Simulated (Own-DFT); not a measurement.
# A pressure from energies alone: monoclinic HfO2, 94 atoms (Hf32O62), with two O vacancies

All values are computed. Each geometry was run twice at fixed positions with Own-DFT, a retired in-house plane-wave program that no person has reviewed: with PBE, and with HSE06 (exact exchange share 0.25 at short range, screening 0.11 per bohr, Gygi-Baldereschi treatment of its divergence). Both used PseudoDojo norm-conserving files made for PBE, a cutoff of 48 hartree, the Gamma point alone, fixed occupations, a neutral cell and no spin. The unstrained cell is 10.1 Å across at its thinnest, so Gamma alone is coarse and defects feel their images. The hafnium file keeps the 4f electrons in the core, and its forces lie about 75 meV/Å off all-electron values. The oxygen file's force components were 24 meV/Å off all-electron values in a glass.

Unstrained cell vectors in Å: (10.234, 0.000, 0.000); (0.000, 10.350, 0.000); (-1.696, 0.000, 10.445), volume V0 = 1106.4 Å³, from measured lattice constants. Each geometry has its own random strain of a few per cent, its own defect sites and random moves of rms u per axis. HSE06 gave the energy alone. D is its energy less that of PBE, over the lowest D shown. The PBE stress wasn't checked against mesh or cutoff.

| run | V - V0 (Å³) | u (Å) | P with PBE (GPa) | D (eV) |
|---|---|---|---|---|
| 1 | -28.1 | 0.0480 | 12.47 | 0.031 |
| 2 | -3.2 | 0.0511 | 7.12 | 0.757 |
| 3 | -22.4 | 0.0287 | 10.16 | 0.011 |
| 4 | -36.6 | 0.0504 | 14.47 | 0.000 |
| 5 | 33.6 | 0.0289 | -3.09 | 1.512 |
| 6 | 20.3 | 0.0527 | 0.56 | 1.464 |
| 7 | -10.4 | 0.0301 | 6.68 | 0.362 |
| 8 | 2.3 | 0.0505 | 4.51 | 0.841 |
| 9 | -23.0 | 0.0314 | 9.93 | 0.076 |
| 10 | 17.8 | 0.0293 | 0.44 | 1.049 |
| 11 | -20.1 | 0.0302 | 8.53 | 0.138 |
| 12 | 8.7 | 0.0500 | 3.41 | 0.987 |
| 13 | -12.0 | 0.0498 | 8.41 | ? |

## Worked fit

D = 0.51 + 0.0254 (V - V0) + 129 u² eV, with an error of 0.0008 on the volume slope, 20 on the last term and a scatter of 0.06 eV. Pressure is -dE/dV, and 1 eV/Å³ is 160.2 GPa, so HSE06 changes the pressure by -4.1 ± 0.1 GPa. With the ions held to the strained lattice, the PBE pressure falls by 262 ± 7 GPa per unit of volume strain; the shape of the strain isn't fitted, so the true error is larger, and a relaxed crystal would be softer. On that slope HSE06's volume at a given pressure is about 1.6 % smaller, or 0.5 % in lengths. At u = 0 and V0 the PBE pressure is 3.9 GPa, which puts the zero-pressure volume, against the measured cell and with the defects in, at +1.5 % for PBE and -0.1 % for HSE06, each good to a few tenths of a per cent.

## The run left out

The question: what D should run 13 give?

The fit gives 0.53 eV, with rows scattering by 0.06. The hidden result is 0.530 eV.
